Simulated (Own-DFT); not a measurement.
# One host, several defects: C11b WSi2

The numbers are computed, not measured, by runs of the plane-wave DFT program Own-DFT (in-house, retired, unreviewed) at fixed positions, with no spin and no spin-orbit coupling.

Settings: PBE; PseudoDojo norm-conserving scalar-relativistic files; cutoff 50 hartree; 5 x 5 x 5 k mesh centred on Gamma; cold (Marzari-Vanderbilt) smearing of 0.2 eV.

Known weak points: forces on such cells failed a check on a denser k mesh; stress not checked against mesh or cutoff.

All runs share one cell, with vectors in Å (-2.148, -5.953, 3.409); (-6.444, 2.976, 1.136); (-2.553, -2.948, -6.757) and a volume of 403.2 Å³. The atoms are randomly displaced, by u rms on each axis. The defect's site can differ from row to row.

| cell | formula | u (Å) | P (GPa) |
|---|---|---|---|
| no defect | Si20W10 | 0.0181 | 4.52 |
| no defect | Si20W10 | 0.0507 | 6.40 |
| no defect | Si20W10 | 0.0526 | 6.11 |
| one Si on a W site | Si21W9 | 0.0322 | 6.28 |
| one Si on a W site | Si21W9 | 0.0483 | 6.95 |
| one Si on a W site | Si21W9 | 0.0582 | 8.42 |
| one Si vacancy | Si19W10 | 0.0321 | 3.27 |
| one Si vacancy | Si19W10 | 0.0524 | 4.52 |
| one Si vacancy | Si19W10 | 0.0562 | 4.57 |
| one W on a Si site | Si19W11 | 0.0307 | 10.02 |
| one W on a Si site | Si19W11 | 0.0315 | 9.97 |
| one W on a Si site | Si19W11 | 0.0436 | ? |
| one W on a Si site | Si19W11 | 0.0525 | 11.54 |

## Fit

P = P0 + c u² + a shift for each defect gives P0 = 4.21 GPa, c = 779 ± 72 GPa/Å² and a scatter of 0.24 GPa. The shifts, and each times the cell's volume:

- one W on a Si site: 5.09 ± 0.20 GPa, 12.8 eV
- one Si on a W site: 1.25 ± 0.20 GPa, 3.2 eV
- one Si vacancy: -1.89 ± 0.20 GPa, -4.7 eV

A positive shift means that the defect pushes the cell outwards. Shift times volume (160.2 GPa Å³ is 1 eV) depends little on the cell's size, so, taken for each site, it can be compared between cells at like pressure. The atoms around the defects weren't relaxed, which would change these numbers.

## Check

The question: what pressure belongs in the blank (one W on a Si site, u = 0.0436 Å)?

The fitted form gives 10.78 ± 0.28 GPa. The calculation gave 9.75 GPa. This run lies off the fit, by chance or by something that the fit leaves out.
